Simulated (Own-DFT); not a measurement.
# Computed records: Si7Ge (layered order of Si and Ge on the diamond lattice, atoms displaced)

A calculation, not a measurement: plane-wave density functional theory by an unreviewed code, no spin, of a simulated periodic cell, stress positive in tension, run twice, with PBE and with PBEsol, both on files made for PBE, so the change isn't that of files made for PBEsol, forces on such cells passed a denser k mesh, this cell's mesh not checked; the far tail of each file's local potential was reset to the Coulomb form; each entry is a single point on an unrelaxed cell, so the pressure reflects the starting lattice, mostly measured values (interpolated for alloys), from which strain is counted, and rises with the displacements; printed positions are rounded, which can move forces by about a meV/angstrom; the program, named Own-DFT, is a retired in-house code; no spin-orbit coupling; stress was not checked against mesh or cutoff. Program: Own-DFT development build.

Settings shared by all entries: functional PBE, then PBEsol; potential files PseudoDojo norm-conserving, scalar-relativistic, standard set; wave cutoff 42 hartree; occupations Fermi-Dirac; smearing width 0.1 eV; k mesh 3 x 3 x 3 centred on Gamma.

(1) 
```xyz
64
Lattice="10.9187 0.0000 0.0000 0.0000 10.9187 0.0000 0.0000 0.0000 10.9187" Properties=species:S:1:pos:R:3:PBE_force_x:R:1:PBE_force_y:R:1:PBE_force_z:R:1:PBEsol_force_x:R:1:PBEsol_force_y:R:1:PBEsol_force_z:R:1 formula=Si7Ge PBE_pressure=2.24 PBE_stress_xx=-2.24 PBE_stress_yy=-2.21 PBE_stress_zz=-2.26 PBE_stress_yz=0.66 PBE_stress_xz=0.02 PBE_stress_xy=0.29 PBEsol_pressure=0.73 PBEsol_stress_xx=-0.74 PBEsol_stress_yy=-0.71 PBEsol_stress_zz=-0.75 PBEsol_stress_yz=0.67 PBEsol_stress_xz=0.02 PBEsol_stress_xy=0.29 rms_change_of_force_components_from_PBE_to_PBEsol=0.031
Ge     0.0134    10.9026     0.0559      0.273      0.138     -0.529      0.267      0.135     -0.516
Si    10.8932     2.6950     2.7225      0.824      0.996     -0.034       0.82      0.993     -0.045
Si     2.7184     0.0359     2.7579      0.247     -0.531     -0.025      0.238     -0.526     -0.025
Ge     2.7199     2.7401     0.0165      0.386     -0.307     -0.106      0.376     -0.301     -0.103
Si     1.3778     1.3640     1.3893     -0.117      0.098      0.398     -0.114      0.098      0.292
Si     1.4177     4.1112     4.1293     -0.858     -0.184     -0.668     -0.852     -0.178     -0.667
Si     4.1166     1.3824     4.0645       -0.1      0.064      0.442     -0.094      0.065      0.438
Si     4.1327     4.0781     1.3479     -0.664      0.324      0.818      -0.66      0.328      0.706
Si     0.0081     0.0102     5.4176      0.026      -0.26        0.6      0.023     -0.261      0.592
Si    10.8794     2.7690     8.2040      0.782     -0.494      0.235      0.774     -0.488       0.24
Si     2.7299     0.0294     8.2169     -0.421     -0.446     -0.263     -0.425     -0.443     -0.252
Si     2.7088     2.7314     5.4363      0.573     -0.233      0.286      0.568     -0.243      0.282
Si     1.3474     1.3795     6.8018     -0.053     -0.002      0.392     -0.055          0      0.392
Si     1.3892     4.0922     9.5858     -0.119      0.243     -1.272      -0.11      0.236     -1.156
Si     4.0978     1.3644     9.5494      0.344      0.558     -0.534      0.352      0.557      -0.43
Si     4.0638     4.1328     6.7813      0.244     -0.017      0.276      0.238     -0.013      0.278
Ge     0.0125     5.4176    10.9153     -0.178       0.69      0.388     -0.174      0.673      0.377
Si     0.0118     8.1733     2.7362     -0.325      0.238      0.168     -0.333      0.242      0.161
Si     2.7424     5.4727     2.7502      0.278     -0.127     -0.223      0.279     -0.132     -0.231
Ge     2.6803     8.2116    10.8762      1.054     -0.469      0.978      1.026     -0.461      0.954
Si     1.3836     6.8509     1.4097     -0.151       -0.5     -0.189      -0.14      -0.49     -0.283
Si     1.3663     9.5393     4.1105     -0.131      0.296     -0.397     -0.128      0.291       -0.4
Si     4.0873     6.8605     4.0936      0.382      -0.05     -0.273      0.378     -0.041     -0.271
Si     4.0937     9.5693     1.3910     -0.051      0.118     -0.079     -0.053      0.119     -0.164
Si    10.9064     5.4141     5.4840      0.893      0.541      0.068      0.889      0.536      0.074
Si     0.0023     8.1777     8.2085      0.202      0.404      -0.67        0.2      0.401     -0.664
Si     2.6823     5.5500     8.1677      0.923     -1.124      0.657      0.909     -1.115      0.661
Si     2.7187     8.2149     5.4435       0.22     -0.117      0.086      0.216      -0.12       0.08
Si     1.4142     6.8712     6.8421      -1.13     -0.037     -0.709     -1.121     -0.028     -0.711
Si     1.3448     9.4977     9.5742     -0.292      1.277     -0.998     -0.273      1.256     -0.884
Si     4.1115     6.8340     9.5653     -0.131     -0.094     -0.375     -0.128     -0.095     -0.272
Si     4.0520     9.5427     6.8201      0.673      0.336      0.215      0.667      0.331      0.219
Ge     5.4922     0.0350    10.9047      -0.29     -0.902      -0.23     -0.284     -0.879     -0.224
Si     5.4456     2.7388     2.6954      0.615     -0.031      0.411      0.611     -0.028      0.403
Si     8.2088    10.8948     2.7030      -0.24      0.557       0.92     -0.243      0.557      0.914
Ge     8.1075     2.7315    10.9002      0.589       0.22      0.117      0.573      0.214      0.114
Si     6.8143     1.3438     1.3643      0.148      0.214      0.753      0.144      0.209      0.645
Si     6.8737     4.1212     4.0736     -0.741     -0.242      0.016     -0.732     -0.243      0.013
Si     9.6253     1.4124     4.1023     -1.169      -0.74     -0.099      -1.16     -0.732     -0.093
Si     9.5309     4.0791     1.3777     -0.153     -0.087      0.154     -0.149     -0.086      0.059
Si     5.4856     0.0297     5.4589     -0.451     -0.567     -0.113     -0.448     -0.563     -0.111
Si     5.5203     2.7556     8.1445     -1.008     -0.006      0.026     -0.999     -0.009      0.027
Si     8.2022     0.0260     8.1624      0.651      0.051      0.288      0.651      0.062      0.291
Si     8.1784     2.7276     5.4403      0.475      0.109      0.203      0.465      0.108      0.202
Si     6.8440     1.3516     6.8144      0.055      0.291     -0.133      0.057      0.285     -0.127
Si     6.8329     4.1383     9.4891     -0.342     -0.072      0.245     -0.338     -0.075      0.345
Si     9.5877     1.3904     9.6149     -0.443     -0.233     -0.847     -0.438     -0.236     -0.734
Si     9.5951     4.0895     6.8297     -1.166       0.08      0.041     -1.162      0.076      0.043
Ge     5.4730     5.4679     0.0556      0.195      0.104     -0.739      0.192      0.102     -0.722
Si     5.5075     8.1846     2.6856     -0.714       0.23      0.495     -0.708      0.224      0.481
Si     8.1923     5.4728     2.7300      0.111     -0.005     -0.405      0.101      0.002     -0.416
Ge     8.2316     8.1475    10.8849     -0.022      1.072       0.03     -0.023      1.046      0.027
Si     6.8582     6.8773     1.3535      0.107     -0.662      0.498      0.118     -0.655      0.388
Si     6.8283     9.5043     4.1098     -0.083      0.828     -0.416     -0.088      0.823     -0.414
Si     9.5936     6.7333     4.0830     -0.356      0.979      0.356     -0.347      0.967      0.354
Si     9.5545     9.5967     1.3843      -0.01     -1.091      0.288      0.007     -1.077      0.185
Si     5.4729     5.4949     5.4222      0.132      0.008      0.436      0.137       0.01      0.431
Si     5.4883     8.1464     8.1827     -0.705      0.841      0.174     -0.709      0.834      0.179
Si     8.1643     5.4873     8.1809       0.95      0.017      -0.19      0.945      0.017     -0.185
Si     8.1736     8.2089     5.4506      0.804     -0.698       0.16      0.801     -0.697      0.153
Si     6.8467     6.8733     6.8761      -0.12     -0.596     -1.111     -0.113      -0.59     -1.101
Si     6.8696     9.5556     9.4708     -0.322     -0.046      0.318     -0.314     -0.049      0.402
Si     9.5892     6.8606     9.5130     -0.115     -1.171     -0.062     -0.125     -1.158      0.039
Si     9.5679     9.5500     6.8255      0.011      0.221     -0.247      0.014      0.214     -0.239
```

Units: PBE_pressure, PBE_stress_xx, PBE_stress_yy, PBE_stress_zz, PBE_stress_yz, PBE_stress_xz, PBE_stress_xy, PBEsol_pressure, PBEsol_stress_xx, PBEsol_stress_yy, PBEsol_stress_zz, PBEsol_stress_yz, PBEsol_stress_xz, PBEsol_stress_xy in GPa; rms_change_of_force_components_from_PBE_to_PBEsol, PBE_force_x, PBE_force_y, PBE_force_z, PBEsol_force_x, PBEsol_force_y, PBEsol_force_z in eV/Å.

(2) 
```xyz
64
Lattice="10.9187 0.0000 0.0000 0.0000 10.9187 0.0000 0.0000 0.0000 10.9187" Properties=species:S:1:pos:R:3:PBE_force_x:R:1:PBE_force_y:R:1:PBE_force_z:R:1:PBEsol_force_x:R:1:PBEsol_force_y:R:1:PBEsol_force_z:R:1 formula=Si7Ge PBE_pressure=2.22 PBE_stress_xx=-2.19 PBE_stress_yy=-2.26 PBE_stress_zz=-2.2 PBE_stress_yz=0.56 PBE_stress_xz=-0.15 PBE_stress_xy=0.57 PBEsol_pressure=0.71 PBEsol_stress_xx=-0.69 PBEsol_stress_yy=-0.76 PBEsol_stress_zz=-0.69 PBEsol_stress_yz=0.57 PBEsol_stress_xz=-0.14 PBEsol_stress_xy=0.58 rms_change_of_force_components_from_PBE_to_PBEsol=0.031
Ge     0.0037     0.0070     0.0011      0.051       0.23      0.174      0.049      0.224      0.172
Si    10.8657     2.7571     2.6339       1.17     -0.363      1.649      1.166      -0.36      1.624
Si     2.6982    10.9123     2.6960      0.657      0.055      0.508      0.652      0.051      0.487
Ge     2.7089     2.7269    10.8952      0.309     -0.054      0.753      0.302     -0.056      0.736
Si     1.3701     1.3774     1.3946     -0.257      0.021     -0.161      -0.25      0.024     -0.253
Si     1.3946     4.1198     4.1347     -0.568     -0.887     -0.678     -0.563     -0.889     -0.675
Si     4.1037     1.3481     4.0999     -0.422      0.053     -0.024      -0.42      0.051     -0.023
Si     4.0612     4.0987     1.3862      0.257     -0.281      0.277      0.258     -0.278       0.18
Si     0.0023    10.9185     5.4880     -0.344     -0.114       -0.2     -0.349     -0.119     -0.192
Si    10.8979     2.7288     8.2086      0.478      0.176     -0.076      0.476      0.178     -0.071
Si     2.7679     0.0437     8.1790      -0.62      0.033      0.631     -0.617      0.041      0.635
Si     2.7071     2.7406     5.4788      0.198     -0.569     -0.248      0.192      -0.57     -0.245
Si     1.3499     1.3526     6.8278     -0.007      0.351      0.233     -0.007      0.347      0.234
Si     1.4247     4.0823     9.5553      -0.98      0.577     -0.682     -0.956      0.558     -0.578
Si     4.0922     1.3901     9.5962       0.18      0.062     -1.183      0.178      0.064     -1.062
Si     4.0917     4.0799     6.7838     -0.049     -0.051      0.567     -0.046     -0.055      0.568
Ge     0.0141     5.4530     0.0917       0.03     -0.204     -1.049      0.028     -0.201     -1.024
Si    10.8666     8.1940     2.7010      0.531      0.271      0.493      0.524      0.271       0.48
Si     2.6873     5.4198     2.7439      0.513       0.81     -0.078      0.501      0.803     -0.084
Ge     2.7474     8.2178     0.0153       0.13     -0.527      0.097      0.127     -0.516      0.094
Si     1.3615     6.8360     1.3802      0.218      0.282      0.646      0.218      0.276      0.543
Si     1.3743     9.5977     4.1083     -0.497     -0.614     -0.248      -0.49     -0.606     -0.247
Si     4.1357     6.8448     4.0377     -0.832     -0.262      0.496     -0.821     -0.255      0.482
Si     4.1394     9.5343     1.4006     -0.387      0.199      0.339     -0.379      0.198       0.24
Si     0.0431     5.4236     5.4487      -0.63      0.445      0.427     -0.627      0.438      0.422
Si    10.8998     8.2301     8.2054      0.088     -0.471       0.14      0.085     -0.457      0.148
Si     2.7565     5.4693     8.1695     -0.106     -0.119      0.035     -0.104     -0.116      0.032
Si     2.6796     8.1657     5.4623      0.703      0.296     -0.184      0.699      0.285     -0.185
Si     1.3451     6.8264     6.8276     -0.136       0.01      0.237     -0.142      0.008      0.244
Si     1.3923     9.5695     9.5955     -0.087      0.198     -1.112     -0.078      0.196     -0.999
Si     4.1034     6.8125     9.5566     -0.267      0.322      -0.45     -0.258      0.314      -0.34
Si     4.0450     9.5993     6.8516      0.282       -0.9     -0.426      0.274     -0.897     -0.422
Ge     5.4166     0.0132    10.9170      0.871     -0.441      0.145      0.849     -0.432      0.144
Si     5.4622     2.7125     2.7417      0.005       0.29      0.077      0.005      0.293      0.068
Si     8.1710     0.0388     2.7147       0.38     -0.511      0.812      0.377     -0.507      0.808
Ge     8.1169     2.7310    10.9168      0.839          0      0.318      0.818     -0.003       0.31
Si     6.8305     1.3343     1.4105     -0.665      0.446     -0.242     -0.661      0.447      -0.34
Si     6.8542     4.0864     4.1220     -0.882      0.017     -0.204     -0.875      0.018     -0.201
Si     9.5900     1.3894     4.0797     -0.192     -0.179     -0.011     -0.177     -0.179     -0.011
Si     9.5609     4.1099     1.4341     -1.369      0.309     -0.626     -1.358      0.331     -0.714
Si     5.4314    10.8758     5.4608      0.323      0.422      0.213      0.322      0.415      0.212
Si     5.4794     2.7351     8.1882     -0.333     -0.096     -0.089     -0.338     -0.097     -0.086
Si     8.2145    10.8721     8.1556     -0.396       0.55      0.887     -0.395      0.545       0.89
Si     8.1675     2.7192     5.4175       0.65     -0.054      0.774      0.644     -0.059      0.765
Si     6.8494     1.3597     6.8462     -0.296     -0.299     -0.433      -0.29     -0.295     -0.425
Si     6.8356     4.0951     9.5133     -0.574      0.403      0.221      -0.56      0.391      0.316
Si     9.5644     1.3798     9.5542     -0.496     -0.258     -0.391     -0.496     -0.261     -0.289
Si     9.5582     4.1057     6.8512     -0.115     -0.306     -0.577     -0.116     -0.304     -0.571
Ge     5.4451     5.5122     0.0491     -0.076     -1.039     -0.642     -0.077     -1.013     -0.629
Si     5.5109     8.1910     2.7454     -0.385      0.077     -0.116     -0.375      0.081     -0.122
Si     8.1257     5.4631     2.7634      0.665     -0.035     -0.044      0.653     -0.031     -0.053
Ge     8.2142     8.2058    10.9012       0.09     -0.913      0.986      0.089     -0.892      0.964
Si     6.7727     6.7974     1.4104      1.058      0.735     -0.002      1.033      0.712     -0.104
Si     6.8110     9.5353     4.0918      0.412      0.485      0.123      0.414      0.488       0.12
Si     9.5708     6.7945     4.0852     -0.253      0.146      0.214     -0.242      0.138      0.213
Si     9.5373     9.6012     1.3806     -0.053     -0.258      0.205     -0.049      -0.25      0.104
Si     5.4047     5.4339     5.4379      0.614      0.322      -0.06      0.604       0.32     -0.067
Si     5.4292     8.1912     8.1944      0.088      0.314      0.151      0.081      0.322      0.151
Si     8.1922     5.4437     8.2037     -0.241      0.321     -0.454     -0.242      0.322     -0.452
Si     8.1666     8.1781     5.4481      0.015     -0.472      0.071      0.012     -0.475      0.066
Si     6.7618     6.8200     6.8467      0.333     -0.226     -0.325       0.33     -0.228     -0.317
Si     6.8683     9.4928     9.5926     -0.958      0.967     -1.214      -0.93      0.943     -1.099
Si     9.5361     6.7690     9.5570      0.588      0.403     -0.221      0.587      0.404     -0.123
Si     9.4935     9.5326     6.8258      0.745     -0.091      -0.45      0.739     -0.098     -0.451
```

Units: PBE_pressure, PBE_stress_xx, PBE_stress_yy, PBE_stress_zz, PBE_stress_yz, PBE_stress_xz, PBE_stress_xy, PBEsol_pressure, PBEsol_stress_xx, PBEsol_stress_yy, PBEsol_stress_zz, PBEsol_stress_yz, PBEsol_stress_xz, PBEsol_stress_xy in GPa; rms_change_of_force_components_from_PBE_to_PBEsol, PBE_force_x, PBE_force_y, PBE_force_z, PBEsol_force_x, PBEsol_force_y, PBEsol_force_z in eV/Å.
